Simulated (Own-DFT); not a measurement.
GaN (wurtzite, strained, atoms displaced), Si₃N₄ (beta silicon nitride, strained, atoms displaced) (calculated)

All values are calculated (Own-DFT development build). A calculation, not a measurement: plane-wave PBE density functional theory by an unreviewed code, no spin, of a simulated periodic cell, stress positive in tension, free energy of the whole cell less one offset for each atom, forces on such cells passed a denser k mesh, this cell's mesh not checked; offsets are fitted by least squares, one for each functional and potential file, so energies compare only between cells with the same atoms and settings and are not formation energies; the far tail of each file's local potential was reset to the Coulomb form; each entry is a single point on an unrelaxed cell, so the pressure reflects the starting lattice, mostly measured values (interpolated for alloys), from which strain is counted, and rises with the displacements; printed positions are rounded, which can move forces by about a meV/angstrom; the program, named Own-DFT, is a retired in-house code; no spin-orbit coupling.

Settings shared by all entries: functional PBE.

```json
{"entry": 1, "formula": "GaN", "kind": "wurtzite, strained, atoms displaced", "structure": {"cell_angstrom": [[12.756, 0.0, 0.0], [-4.7835, 8.2853, 0.0], [0.0, 0.0, 10.6292]], "atoms_fractional": [["Ga", 0.08509, 0.23018, 0.99692], ["Ga", 0.16472, 0.1159, 0.25129], ["N", 0.09026, 0.21741, 0.1857], ["N", 0.16742, 0.1045, 0.43323], ["Ga", 0.08152, 0.21092, 0.50119], ["Ga", 0.16524, 0.11864, 0.74309], ["N", 0.08854, 0.22044, 0.67739], ["N", 0.16364, 0.11429, 0.93437], ["Ga", 0.08155, 0.54885, 0.9962], ["Ga", 0.15972, 0.43768, 0.25016], ["N", 0.0785, 0.54527, 0.18616], ["N", 0.16252, 0.44445, 0.43382], ["Ga", 0.08036, 0.56524, 0.50167], ["Ga", 0.17362, 0.44809, 0.75255], ["N", 0.07638, 0.55584, 0.69081], ["N", 0.16894, 0.4479, 0.94323], ["Ga", 0.08825, 0.88995, 0.00897], ["Ga", 0.17001, 0.78243, 0.25624], ["N", 0.08557, 0.89625, 0.17838], ["N", 0.16518, 0.77889, 0.44054], ["Ga", 0.08353, 0.89468, 0.49928], ["Ga", 0.16849, 0.77937, 0.74742], ["N", 0.08605, 0.88854, 0.69616], ["N", 0.16773, 0.77536, 0.93169], ["Ga", 0.33306, 0.22151, 0.00369], ["Ga", 0.41281, 0.11564, 0.24738], ["N", 0.33149, 0.21963, 0.19386], ["N", 0.41241, 0.11073, 0.43507], ["Ga", 0.33788, 0.22277, 0.50197], ["Ga", 0.40752, 0.10603, 0.75178], ["N", 0.33253, 0.22402, 0.68732], ["N", 0.41673, 0.09524, 0.94001], ["Ga", 0.33172, 0.55299, 0.0031], ["Ga", 0.41924, 0.44073, 0.2491], ["N", 0.33658, 0.56996, 0.19648], ["N", 0.4095, 0.43343, 0.43973], ["Ga", 0.32661, 0.54826, 0.50184], ["Ga", 0.41838, 0.44773, 0.74181], ["N", 0.33385, 0.56096, 0.69684], ["N", 0.41341, 0.43969, 0.93844], ["Ga", 0.33456, 0.88178, 0.99401], ["Ga", 0.41349, 0.7745, 0.24561], ["N", 0.33223, 0.88849, 0.19465], ["N", 0.4242, 0.78144, 0.43985], ["Ga", 0.33329, 0.88593, 0.50401], ["Ga", 0.42422, 0.78309, 0.76155], ["N", 0.33479, 0.88366, 0.68907], ["N", 0.4072, 0.77184, 0.94994], ["Ga", 0.57556, 0.21804, 0.99432], ["Ga", 0.66855, 0.11487, 0.25313], ["N", 0.591, 0.22811, 0.19152], ["N", 0.65951, 0.10744, 0.43521], ["Ga", 0.58471, 0.23473, 0.50136], ["Ga", 0.67606, 0.12619, 0.74606], ["N", 0.58301, 0.22429, 0.69159], ["N", 0.66894, 0.10685, 0.93977], ["Ga", 0.57366, 0.55988, 0.99735], ["Ga", 0.67069, 0.442, 0.24874], ["N", 0.57985, 0.55916, 0.19317], ["N", 0.67116, 0.44583, 0.44127], ["Ga", 0.58773, 0.565, 0.48845], ["Ga", 0.67113, 0.44563, 0.74702], ["N", 0.58077, 0.5572, 0.68315], ["N", 0.66852, 0.44666, 0.93525], ["Ga", 0.58244, 0.88562, 0.00624], ["Ga", 0.67074, 0.77452, 0.25751], ["N", 0.58088, 0.89607, 0.19382], ["N", 0.66491, 0.77714, 0.43206], ["Ga", 0.58264, 0.88523, 0.49674], ["Ga", 0.66924, 0.76899, 0.74801], ["N", 0.59104, 0.90038, 0.68275], ["N", 0.65754, 0.76767, 0.9405], ["Ga", 0.84203, 0.21968, 0.99833], ["Ga", 0.91416, 0.10841, 0.24993], ["N", 0.82665, 0.21553, 0.18327], ["N", 0.91375, 0.11065, 0.4354], ["Ga", 0.8352, 0.22617, 0.49123], ["Ga", 0.91632, 0.10194, 0.74826], ["N", 0.83686, 0.2279, 0.68894], ["N", 0.91442, 0.10958, 0.9389], ["Ga", 0.83362, 0.55066, 0.99839], ["Ga", 0.92152, 0.46044, 0.24506], ["N", 0.82854, 0.54873, 0.18834], ["N", 0.92034, 0.44755, 0.44026], ["Ga", 0.84068, 0.56645, 0.50278], ["Ga", 0.91568, 0.42861, 0.7507], ["N", 0.83055, 0.55236, 0.68563], ["N", 0.92234, 0.44742, 0.94311], ["Ga", 0.82832, 0.88028, 0.99099], ["Ga", 0.92023, 0.77563, 0.25001], ["N", 0.83767, 0.8904, 0.17992], ["N", 0.90988, 0.76816, 0.43852], ["Ga", 0.8401, 0.89557, 0.50583], ["Ga", 0.92086, 0.77792, 0.75557], ["N", 0.8347, 0.89372, 0.69148], ["N", 0.91724, 0.77572, 0.93714]]}, "settings": {"potential_files": "PseudoDojo norm-conserving, scalar-relativistic, standard set with the stringent files for Ga", "wave_cutoff [hartree]": 96.0, "occupations": "Gaussian", "smearing_width [eV]": 0.01, "k_mesh": "3 x 4 x 3 centred on Gamma"}, "results": {"free_energy_of_cell_above_offsets [eV]": "-4.643", "pressure [GPa]": 2.72, "stress_xx [GPa]": -4.55, "stress_yy [GPa]": -6.71, "stress_zz [GPa]": 3.1, "stress_yz [GPa]": 0.23, "stress_xz [GPa]": 0.3, "stress_xy [GPa]": -0.09, "force_element": ["Ga", "Ga", "N", "N", "Ga", "Ga", "N", "N", "Ga", "Ga", "N", "N", "Ga", "Ga", "N", "N", "Ga", "Ga", "N", "N", "Ga", "Ga", "N", "N", "Ga", "Ga", "N", "N", "Ga", "Ga", "N", "N", "Ga", "Ga", "N", "N", "Ga", "Ga", "N", "N", "Ga", "Ga", "N", "N", "Ga", "Ga", "N", "N", "Ga", "Ga", "N", "N", "Ga", "Ga", "N", "N", "Ga", "Ga", "N", "N", "Ga", "Ga", "N", "N", "Ga", "Ga", "N", "N", "Ga", "Ga", "N", "N", "Ga", "Ga", "N", "N", "Ga", "Ga", "N", "N", "Ga", "Ga", "N", "N", "Ga", "Ga", "N", "N", "Ga", "Ga", "N", "N", "Ga", "Ga", "N", "N"], "force_x [eV/angstrom]": [0.415, 1.591, -2.768, -0.568, -0.355, 1.638, -1.978, 0.777, 0.24, 1.019, 0.46, -0.044, 1.295, -1.696, 1.743, 0.036, -0.283, -0.18, 0.414, -0.083, 0.239, 0.128, -0.762, -0.302, -0.264, 2.236, -0.693, 0.908, -0.496, 1.346, 0.072, -2.029, 0.295, -1.596, 0.179, 0.406, 0.321, -0.079, 0.617, -0.441, -2.643, 0.456, -0.331, -1.972, 0.878, 0.193, -0.253, 3.24, 2.487, -0.414, -1.865, 0.927, 0.173, -0.874, -0.657, -0.369, 2.031, -1.561, 1.35, -0.382, -0.293, -1.232, 0.927, -0.83, -0.394, -0.785, 1.186, 1.162, 0.035, -1.75, 0.189, 0.554, -2.834, 0.017, 1.611, 0.828, -1.103, -0.414, 1.144, 1.78, -0.542, 0.086, 0.589, -0.956, -0.258, -0.858, 1.158, -0.914, 0.241, -0.887, -0.226, 0.567, -1.041, 0.036, 0.864, 0.169], "force_y [eV/angstrom]": [-1.538, -1.143, 1.215, 0.828, 1.54, -1.37, 0.852, -0.102, 1.827, 0.589, 1.725, -0.486, -1.39, -0.232, -0.082, -0.468, 0.017, -0.498, -0.91, 0.596, -1.167, -0.586, 0.762, 0.057, -0.798, -0.86, 0.696, -0.189, -0.708, 0.251, -0.107, 1.555, -0.098, 0.656, -4.238, 1.631, 1.034, -0.291, 0.052, -0.061, 0.245, 2.605, 0.454, -1.495, 0.443, 0.421, 0.409, -0.568, 0.878, -0.509, -0.799, 1.057, -1.982, -1.837, -0.192, 0.507, -1.67, 0.157, -0.472, 1.2, -1.871, -0.107, -0.277, -0.215, 0.929, 1.247, -1.038, 1.117, 1.044, 1.17, -1.027, 1.656, 0.39, 0.251, 1.245, -0.289, -0.31, 2.361, -2.109, -0.694, 0.173, -2.593, 1.825, 0.238, -2.788, 3.061, 0.829, -1.228, 0.33, 0.328, -0.709, 2.931, -0.885, -0.699, -1.651, -0.044], "force_z [eV/angstrom]": [0.638, 0.204, -0.537, 0.512, -1.612, 1.689, 1.321, 0.079, 0.805, 0.195, -0.382, 1.027, 0.536, -0.14, -0.407, -1.218, -3.35, -0.929, 3.306, -0.128, 0.87, 0.66, -1.726, 0.963, -0.376, 0.771, -1.465, 0.518, -0.052, -0.078, -0.036, -0.741, 1.091, 0.864, -1.681, -0.321, -0.439, 0.936, -1.018, -0.517, 2.151, 1.873, -1.103, -0.273, -0.606, -0.918, 0.134, -1.724, 0.975, -0.266, -1.11, 0.834, 0.174, 1.007, -0.518, -0.605, 1.227, 0.715, -0.913, -0.864, 1.151, 0.525, -0.464, 0.18, 0.383, -2.153, -0.66, 1.451, 0.707, 0.279, 1.013, -1.247, 0.903, -0.892, 0.632, 0.214, 0.731, 0.716, -1.505, -1.306, 0.094, 0.968, -0.745, -1.028, 0.615, 0.984, 0.454, -1.169, 1.173, -0.665, 0.793, -0.756, -0.709, -0.345, -0.715, 0.371]}}
{"entry": 2, "formula": "Si3N4", "kind": "beta silicon nitride, strained, atoms displaced", "structure": {"cell_angstrom": [[7.659, 0.0762, -0.1267], [-3.7635, 6.5677, -0.0455], [-0.1454, -0.1442, 8.7224]], "atoms_fractional": [["Si", 0.17638, 0.7683, 0.08467], ["Si", 0.23446, 0.41143, 0.07095], ["Si", 0.59134, 0.82633, 0.08515], ["Si", 0.83648, 0.23201, 0.24146], ["Si", 0.76041, 0.58207, 0.24056], ["Si", 0.40845, 0.16693, 0.25069], ["N", 0.33406, 0.03079, 0.07535], ["N", 0.96991, 0.31493, 0.08441], ["N", 0.68876, 0.66468, 0.07965], ["N", 0.66714, 0.97347, 0.24947], ["N", 0.03565, 0.70324, 0.25233], ["N", 0.30632, 0.34517, 0.24359], ["N", 0.32976, 0.67545, 0.08087], ["N", 0.66367, 0.32977, 0.25116], ["Si", 0.1833, 0.77623, 0.41628], ["Si", 0.22222, 0.40413, 0.40961], ["Si", 0.59633, 0.82696, 0.42024], ["Si", 0.81875, 0.22803, 0.57653], ["Si", 0.76283, 0.59225, 0.59195], ["Si", 0.40963, 0.1708, 0.58932], ["N", 0.33755, 0.02907, 0.42196], ["N", 0.97761, 0.31509, 0.4139], ["N", 0.68742, 0.65998, 0.41489], ["N", 0.6596, 0.95996, 0.58666], ["N", 0.03859, 0.69958, 0.58461], ["N", 0.30549, 0.34115, 0.57599], ["N", 0.34002, 0.67165, 0.41346], ["N", 0.67432, 0.33091, 0.58189], ["Si", 0.17642, 0.77191, 0.74492], ["Si", 0.19675, 0.38853, 0.74657], ["Si", 0.58765, 0.83207, 0.74655], ["Si", 0.82899, 0.22614, 0.92008], ["Si", 0.77645, 0.59966, 0.91432], ["Si", 0.39828, 0.16531, 0.92046], ["N", 0.33508, 0.03907, 0.76013], ["N", 0.95624, 0.29132, 0.75296], ["N", 0.70305, 0.66956, 0.75875], ["N", 0.66529, 0.956, 0.91976], ["N", 0.01583, 0.68264, 0.91404], ["N", 0.31265, 0.34326, 0.91444], ["N", 0.34735, 0.67045, 0.75027], ["N", 0.66693, 0.32662, 0.91736]]}, "settings": {"potential_files": "PseudoDojo norm-conserving, scalar-relativistic, standard set", "wave_cutoff [hartree]": 42.0, "occupations": "Fermi-Dirac", "smearing_width [eV]": 0.1, "k_mesh": "3 x 3 x 3 centred on Gamma"}, "results": {"free_energy_of_cell_above_offsets [eV]": "-3.194", "pressure [GPa]": 5.4, "stress_xx [GPa]": -4.24, "stress_yy [GPa]": -3.67, "stress_zz [GPa]": -8.29, "stress_yz [GPa]": -5.18, "stress_xz [GPa]": -5.07, "stress_xy [GPa]": 0.53, "force_element": ["Si", "Si", "Si", "Si", "Si", "Si", "N", "N", "N", "N", "N", "N", "N", "N", "Si", "Si", "Si", "Si", "Si", "Si", "N", "N", "N", "N", "N", "N", "N", "N", "Si", "Si", "Si", "Si", "Si", "Si", "N", "N", "N", "N", "N", "N", "N", "N"], "force_x [eV/angstrom]": [-2.521, -0.127, -0.481, -2.585, -0.013, -1.143, -0.655, 2.381, 1.231, 0.624, -1.598, 0.915, 2.412, 1.377, -0.109, 3.152, -0.396, 1.734, 0.828, -0.909, -0.183, -2.239, 1.734, 0.629, -2.126, -0.057, -0.898, -2.926, 1.532, 6.536, 2.523, -3.227, -2.366, 1.539, -0.343, -0.736, -1.522, 0.377, 4.459, -1.292, -4.728, -0.803], "force_y [eV/angstrom]": [-0.052, 0.899, -1.146, 0.021, 1.951, 1.849, -1.636, 0.013, -0.194, 0.274, -0.37, -2.046, -1.358, -1.101, -2.102, 2.107, -1.651, -0.644, 0.525, 2.359, 1.098, -2.153, 0.082, 3.568, -0.499, -1.776, -0.283, 0.392, -0.353, 3.469, -2.353, -1.048, -3.259, 5.059, -2.96, -0.881, 1.268, 3.216, 2.899, -1.174, -2.322, 0.31], "force_z [eV/angstrom]": [-0.477, 2.431, -0.626, 1.788, 1.969, 0.068, 2.846, -0.728, 0.103, 1.079, -1.503, 0.147, -0.128, -0.253, 0.857, 0.053, -2.321, -0.1, -1.887, 0.129, -1.137, 0.859, 0.304, -0.828, -2.078, 1.848, 0.033, 0.257, 3.044, -0.681, 1.936, -0.442, 1.924, 0.833, -4.119, -0.679, -3.175, -0.073, -0.157, -1.167, -0.037, 0.087]}}
{"entry": 3, "formula": "GaN", "kind": "wurtzite, strained, atoms displaced", "structure": {"cell_angstrom": [[12.756, 0.0, 0.0], [-4.7835, 8.2853, 0.0], [0.0, 0.0, 10.3182]], "atoms_fractional": [["Ga", 0.08058, 0.22452, 0.9937], ["Ga", 0.17157, 0.11922, 0.24868], ["N", 0.08393, 0.21964, 0.18101], ["N", 0.17069, 0.10567, 0.43398], ["Ga", 0.09693, 0.23021, 0.50331], ["Ga", 0.16724, 0.11721, 0.7589], ["N", 0.07892, 0.2177, 0.69172], ["N", 0.16679, 0.11021, 0.94408], ["Ga", 0.08042, 0.55654, 0.00502], ["Ga", 0.16902, 0.44494, 0.24489], ["N", 0.08119, 0.55968, 0.18258], ["N", 0.16188, 0.44265, 0.43228], ["Ga", 0.0745, 0.5443, 0.49099], ["Ga", 0.17695, 0.45407, 0.75236], ["N", 0.07717, 0.55518, 0.69755], ["N", 0.16307, 0.44953, 0.94263], ["Ga", 0.08783, 0.89197, 0.99975], ["Ga", 0.16431, 0.77895, 0.2528], ["N", 0.08744, 0.90515, 0.18485], ["N", 0.16349, 0.77826, 0.43292], ["Ga", 0.0788, 0.88919, 0.49799], ["Ga", 0.17103, 0.77896, 0.75583], ["N", 0.08237, 0.89308, 0.68218], ["N", 0.15666, 0.76854, 0.94236], ["Ga", 0.3346, 0.22338, 0.99824], ["Ga", 0.4154, 0.11739, 0.2476], ["N", 0.33952, 0.23481, 0.18393], ["N", 0.41565, 0.11297, 0.43902], ["Ga", 0.32923, 0.22274, 0.49833], ["Ga", 0.42093, 0.11456, 0.75205], ["N", 0.33165, 0.22894, 0.69249], ["N", 0.41968, 0.10913, 0.94347], ["Ga", 0.32594, 0.53763, 0.99969], ["Ga", 0.41368, 0.44906, 0.2582], ["N", 0.32981, 0.55411, 0.18949], ["N", 0.41635, 0.43916, 0.43304], ["Ga", 0.32962, 0.55852, 0.49531], ["Ga", 0.42191, 0.43665, 0.74011], ["N", 0.33599, 0.55973, 0.696], ["N", 0.41128, 0.43331, 0.94365], ["Ga", 0.33299, 0.8841, 6e-05], ["Ga", 0.42526, 0.77617, 0.25467], ["N", 0.33336, 0.89137, 0.19264], ["N", 0.4206, 0.78741, 0.43803], ["Ga", 0.3343, 0.88224, 0.50174], ["Ga", 0.42001, 0.79017, 0.75007], ["N", 0.33259, 0.89781, 0.69491], ["N", 0.41953, 0.79053, 0.93964], ["Ga", 0.58228, 0.21907, 0.99934], ["Ga", 0.66776, 0.10832, 0.2512], ["N", 0.58893, 0.22836, 0.18973], ["N", 0.67294, 0.10569, 0.43887], ["Ga", 0.58049, 0.21795, 0.50977], ["Ga", 0.65974, 0.11134, 0.74826], ["N", 0.59258, 0.21945, 0.68752], ["N", 0.65755, 0.1089, 0.94282], ["Ga", 0.583, 0.56069, 0.99788], ["Ga", 0.67085, 0.45237, 0.24988], ["N", 0.5931, 0.56463, 0.1759], ["N", 0.66249, 0.4442, 0.43807], ["Ga", 0.59165, 0.5577, 0.49777], ["Ga", 0.66374, 0.43615, 0.75761], ["N", 0.58916, 0.56319, 0.68397], ["N", 0.66758, 0.44504, 0.94097], ["Ga", 0.58057, 0.89041, 0.99476], ["Ga", 0.6699, 0.77464, 0.24881], ["N", 0.58365, 0.88801, 0.19455], ["N", 0.65783, 0.77607, 0.43706], ["Ga", 0.58557, 0.88594, 0.50614], ["Ga", 0.67358, 0.78969, 0.75105], ["N", 0.58276, 0.89347, 0.68819], ["N", 0.66156, 0.77922, 0.9442], ["Ga", 0.83079, 0.20898, 0.00223], ["Ga", 0.90525, 0.10505, 0.25331], ["N", 0.83307, 0.22477, 0.19343], ["N", 0.90921, 0.10473, 0.43667], ["Ga", 0.83441, 0.2172, 0.50203], ["Ga", 0.92095, 0.12254, 0.74262], ["N", 0.83055, 0.22315, 0.68837], ["N", 0.92036, 0.11345, 0.94038], ["Ga", 0.83256, 0.56314, 0.00285], ["Ga", 0.91576, 0.44055, 0.254], ["N", 0.82869, 0.55292, 0.18765], ["N", 0.91252, 0.45275, 0.44858], ["Ga", 0.83188, 0.54898, 0.50069], ["Ga", 0.91714, 0.44607, 0.74665], ["N", 0.82773, 0.55324, 0.68166], ["N", 0.91686, 0.44809, 0.9314], ["Ga", 0.83743, 0.89209, 0.99966], ["Ga", 0.92098, 0.78165, 0.25015], ["N", 0.84195, 0.89054, 0.18704], ["N", 0.91445, 0.7758, 0.43373], ["Ga", 0.84104, 0.88873, 0.50178], ["Ga", 0.91399, 0.77998, 0.75364], ["N", 0.83288, 0.88645, 0.68553], ["N", 0.91006, 0.76864, 0.9479]]}, "settings": {"potential_files": "PseudoDojo norm-conserving, scalar-relativistic, standard set with the stringent files for Ga", "wave_cutoff [hartree]": 96.0, "occupations": "Gaussian", "smearing_width [eV]": 0.01, "k_mesh": "3 x 4 x 3 centred on Gamma"}, "results": {"free_energy_of_cell_above_offsets [eV]": "-3.947", "pressure [GPa]": 8.21, "stress_xx [GPa]": -7.55, "stress_yy [GPa]": -7.36, "stress_zz [GPa]": -9.73, "stress_yz [GPa]": -0.07, "stress_xz [GPa]": 0.8, "stress_xy [GPa]": 0.56, "force_element": ["Ga", "Ga", "N", "N", "Ga", "Ga", "N", "N", "Ga", "Ga", "N", "N", "Ga", "Ga", "N", "N", "Ga", "Ga", "N", "N", "Ga", "Ga", "N", "N", "Ga", "Ga", "N", "N", "Ga", "Ga", "N", "N", "Ga", "Ga", "N", "N", "Ga", "Ga", "N", "N", "Ga", "Ga", "N", "N", "Ga", "Ga", "N", "N", "Ga", "Ga", "N", "N", "Ga", "Ga", "N", "N", "Ga", "Ga", "N", "N", "Ga", "Ga", "N", "N", "Ga", "Ga", "N", "N", "Ga", "Ga", "N", "N", "Ga", "Ga", "N", "N", "Ga", "Ga", "N", "N", "Ga", "Ga", "N", "N", "Ga", "Ga", "N", "N", "Ga", "Ga", "N", "N", "Ga", "Ga", "N", "N"], "force_x [eV/angstrom]": [1.023, -0.152, -0.941, -1.465, -1.25, 0.163, 1.647, -0.263, -0.894, -1.474, 0.253, 0.65, 0.493, -2.21, 2.503, 0.829, -1.046, 0.252, 0.61, 0.465, 0.86, -1.843, 0.229, 1.391, 0.477, 1.11, -0.333, 0.218, 1.491, -0.619, 0.76, -1.205, 0.14, 1.391, 0.902, -0.694, 0.984, -0.674, 0.798, 0.512, -1.276, -2.025, 0.408, 0.468, -1.948, 0.061, 0.762, 0.31, -0.409, -1.153, -0.436, -1.652, 0.458, 3.457, -3.782, 2.357, 0.035, -0.861, -1.167, 1.528, -1.622, 0.329, -0.071, -0.724, 0.061, -0.172, 0.997, 2.274, -0.498, -0.828, 0.478, 1.2, -1.302, 2.056, 0.153, 1.885, -0.769, -1.354, 0.124, -0.865, 0.967, -0.688, 1.822, 2.127, -2.687, -1.347, 0.236, -0.437, -0.632, 0.405, -1.662, 0.356, -1.691, 1.028, 0.011, 0.615], "force_y [eV/angstrom]": [0.233, 0.214, 0.657, 0.832, -1.476, -1.182, 1.839, 0.444, -0.855, -0.812, -0.572, 0.106, 2.111, -0.667, 0.561, -0.58, -0.53, 0.732, -1.672, -0.643, -0.599, -0.369, 0.003, 1.625, -1.215, -0.175, -0.566, -0.359, -0.368, 0.445, -2.096, 0.026, 1.904, 0.067, 0.809, 1.078, 0.187, 2.962, 0.438, 1.952, 0.391, 0.467, -0.388, -1.523, 1.313, -1.101, -0.62, -2.51, 1.358, 0.345, -0.549, 0.498, 0.137, -0.927, 1.311, 0.092, -1.064, -1.224, -0.84, -0.877, 0.427, 1.598, -0.667, -0.241, -0.118, 0.749, 0.154, -0.388, 0.771, -1.139, -0.361, 0.797, 2.052, 0.448, -0.482, 0.801, 0.578, -1.451, -0.357, -0.934, -2.844, 1.089, 0.911, -2.723, 1.566, -0.154, 0.365, -1.003, -0.409, -0.424, 0.064, -0.339, -0.334, -0.898, 1.28, 2.842], "force_z [eV/angstrom]": [1.165, -0.804, 1.122, 0.507, -0.627, -0.872, -0.645, -0.776, -1.538, -0.58, 2.455, 0.559, 1.847, 0.25, -1.985, -0.733, 0.393, -1.449, 0.641, 1.808, -0.002, -0.632, 1.729, -0.507, 0.611, 0.162, 0.766, 0.693, 0.445, 0.338, -1.047, -1.031, 0.061, -2.851, -0.122, 2.486, 0.756, 1.637, -1.541, -1.846, 1.239, -1.055, -0.332, 0.855, -0.374, 0.602, -1.07, -0.657, 1.583, 0.276, 0.124, 0.505, -3.085, 1.662, 0.515, -1.166, -0.781, -0.092, 2.504, -0.117, 0.216, -0.979, 1.024, -0.176, 1.704, -0.139, -1.385, -0.052, -1.009, 0.312, 0.692, -1.376, -0.463, -0.658, -0.843, 0.82, 0.055, 1.068, 0.272, -1.378, 0.033, -0.392, 0.715, -2.228, 0.111, 0.549, 1.749, 1.613, 0.323, -0.774, 0.139, 0.597, -0.735, -0.177, 0.736, -1.947]}}
```
